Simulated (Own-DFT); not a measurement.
# Strain and stress in C40 NbSi2, 36 atoms (Nb12Si24)

Everything here is calculated. The program is Own-DFT (plane waves, in-house, since retired, never reviewed by a person); positions were held fixed, and spin and spin-orbit coupling were off.

All runs used: PBE; PseudoDojo norm-conserving scalar-relativistic files; cutoff 42 hartree; 4 x 4 x 5 k mesh centred on Gamma; cold (Marzari-Vanderbilt) smearing of 0.2 eV.

Keep in mind: forces on such cells failed a check on a denser k mesh; stress not checked against mesh or cutoff.

Unstrained cell vectors in Å: (0.000, 8.324, 0.000); (-9.613, 0.000, 0.000); (0.000, 0.000, 6.586). The unstrained cell was taken from the Materials Project. The random moves and any unrelaxed bonds add to the pressure at no strain. In each run the cell takes a homogeneous strain; fractional positions stay. All atoms carry random offsets, Gaussian with a width of 0.05 Å per axis. Strains are tensor components in per cent; tension counts as positive stress, and P is minus the mean normal stress.

```
run,e_xx (%),e_yy (%),e_zz (%),e_yz (%),e_xz (%),e_xy (%),s_xx (GPa),s_yy (GPa),s_zz (GPa),s_yz (GPa),s_xz (GPa),s_xy (GPa),P (GPa),E (meV/atom)
1,1.41,-1.94,0.43,-1.06,1.34,-1.14,1.16,-8.54,-2.13,-3.22,4.30,-3.06,3.17,19.6
2,-1.55,-1.29,1.28,-1.60,1.60,-0.49,-8.49,-8.40,-0.25,-4.37,5.08,-1.57,5.71,30.3
3,1.90,0.89,-1.10,1.96,0.07,-0.15,4.24,0.90,-7.30,6.23,0.10,-0.07,0.72,19.0
4,0.68,-0.05,1.64,-0.03,-0.88,0.20,0.99,-0.68,4.52,0.19,-2.43,0.67,-1.61,0.0
5,-1.81,1.93,1.02,-0.25,-0.72,0.00,-7.12,3.54,1.69,-0.45,-2.18,-0.30,0.63,11.0
6,-0.82,1.97,1.23,-1.78,-1.48,-0.37,-2.97,4.59,2.53,-4.97,-4.01,-1.61,-1.38,14.2
7,0.24,0.70,-0.07,-0.46,-1.52,0.96,-0.87,-0.02,-3.08,-1.53,-4.63,2.51,1.32,2.4
8,-1.03,-1.59,-0.12,-0.32,-1.68,-1.17,-7.64,-9.60,-7.15,-1.49,-5.13,-3.68,8.13,29.1
9,-0.20,1.98,-1.93,-1.24,-1.13,-1.77,-3.13,2.74,-11.27,-3.93,-3.62,-5.14,3.89,18.3
10,0.60,-0.68,1.15,-0.05,1.09,-1.92,-1.56,-3.46,1.80,0.21,3.75,-6.50,1.07,20.2
11,1.44,0.78,0.92,-1.92,-1.74,-1.23,3.30,1.43,1.40,-5.59,-4.78,-3.31,-2.04,27.8
12,0.26,0.84,0.93,-1.36,-1.27,-1.93,0.17,1.26,1.33,-3.41,-4.17,-5.38,-0.92,5.7
13,0.68,1.12,1.67,1.43,-0.82,1.33,1.64,3.56,4.80,3.99,-2.33,3.53,-3.33,6.8
14,-0.36,-1.97,-1.98,-0.90,1.52,1.10,-7.31,-12.66,-16.51,-3.67,6.04,3.81,12.16,50.9
15,-0.73,0.62,0.15,0.18,1.84,-1.53,?,?,?,?,?,?,?,?
```

The last column gives the free energy per atom over the lowest of the runs shown.

## Working it out

Each stress component was fitted by least squares to a constant and the strains of the runs shown, as fractions, with shears doubled. Shear strains stay in the fit of a normal stress only where such slopes are resolved. The slopes, in GPa:

| stress | at no strain | per e_xx | per e_yy | per e_zz | scatter |
|---|---|---|---|---|---|
| s_xx | -2.7 | 357 ± 12 | 89 ± 10 | 65 ± 11 | 0.50 |
| s_yy | -2.9 | 89 ± 9 | 373 ± 7 | 92 ± 8 | 0.36 |
| s_zz | -4.1 | 74 ± 14 | 92 ± 11 | 484 ± 13 | 0.59 |

The slope of each shear stress on twice its own strain, from a fit on all six strains: yz 150 ± 5, xz 157 ± 6, xy 151 ± 6 GPa. These are stiffnesses along x, y and z of the frame in which the cell vectors are given, which need not be the crystal's axes. No internal relaxation is included, and where it is allowed it would reduce some of the slopes. Slopes across the diagonal should nearly agree, so their difference gauges the noise. A ninth of the table's sum, 190 ± 6 GPa, estimates the bulk modulus near the mean pressure of these runs, 2.0 GPa, so it lies above the value at zero pressure.

## Test on the hidden row

Question: what normal stresses and pressure should run 15 give?

The fitted form gives s_xx = -4.7, s_yy = -1.1, s_zz = -3.4 and P = 3.1 GPa. The run itself gave -4.74, -0.01, -3.05 and P = 2.60 GPa.
